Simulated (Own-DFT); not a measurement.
# One host, several defects: zincblende GaAs

The numbers are computed, not measured, by runs of the plane-wave DFT program Own-DFT (in-house, retired, unreviewed) at fixed positions, with no spin and no spin-orbit coupling.

Common settings: PBE; PseudoDojo norm-conserving scalar-relativistic files; cutoff 42 hartree; 3 x 3 x 3 k mesh centred on Gamma; Fermi-Dirac smearing of 0.1 eV.

Known weak points (not all hold for every row): not probed for a lower state with spin; forces not confirmed at this smearing and k mesh; stress not checked against mesh or cutoff.

All runs share one cell, with vectors in Å (11.737, 0.000, 0.000); (0.000, 11.737, 0.000); (0.000, 0.000, 10.919) and a volume of 1504.3 Å³, strained against the parent crystal. Atoms were moved at random from their sites; u is the rms move along one axis. The defect's site can differ from row to row.

| cell | formula | u (Å) | P (GPa) |
|---|---|---|---|
| no defect | As32Ga32 | 0.0310 | 0.76 |
| no defect | As32Ga32 | 0.0465 | 1.06 |
| no defect | As32Ga32 | 0.0504 | 1.04 |
| one As vacancy and one Ga vacancy | As31Ga31 | 0.0300 | 0.44 |
| one As vacancy and one Ga vacancy | As31Ga31 | 0.0316 | 0.53 |
| one As vacancy and one Ga vacancy | As31Ga31 | 0.0501 | 0.67 |
| one Al on a Ga site | AlAs32Ga31 | 0.0278 | 0.73 |
| one Al on a Ga site | AlAs32Ga31 | 0.0316 | ? |
| one Al on a Ga site | AlAs32Ga31 | 0.0471 | 0.98 |
| one Al on a Ga site | AlAs32Ga31 | 0.0485 | 1.03 |
| one P on an As site | As31Ga32P | 0.0304 | 0.52 |
| one P on an As site | As31Ga32P | 0.0309 | 0.54 |
| one P on an As site | As31Ga32P | 0.0495 | 0.87 |
| one In on a Ga site | As32Ga31In | 0.0325 | 1.35 |
| one In on a Ga site | As32Ga31In | 0.0496 | 1.63 |
| one In on a Ga site | As32Ga31In | 0.0507 | 1.69 |

## Analysis

P = P0 + c u² + a shift for each defect gives P0 = 0.60 GPa, c = 185 ± 17 GPa/Å² and a scatter of 0.05 GPa. The shifts, and each times the cell's volume:

- one In on a Ga site: 0.58 ± 0.04 GPa, 5.4 eV
- one Al on a Ga site: -0.02 ± 0.04 GPa, -0.2 eV (not resolved)
- one P on an As site: -0.23 ± 0.04 GPa, -2.1 eV
- one As vacancy and one Ga vacancy: -0.33 ± 0.04 GPa, -3.1 eV

A positive shift means that the defect pushes the cell outwards. Shift times volume (160.2 GPa Å³ is 1 eV) depends little on the cell's size, so, taken for each site, it can be compared between cells at like pressure. The atoms around the defects weren't relaxed, which would change these numbers.

## Test on the hidden row

Asked: what pressure belongs in the blank (one Al on a Ga site, u = 0.0316 Å)?

From the fit: 0.77 ± 0.05 GPa. The run itself gave 0.75 GPa.
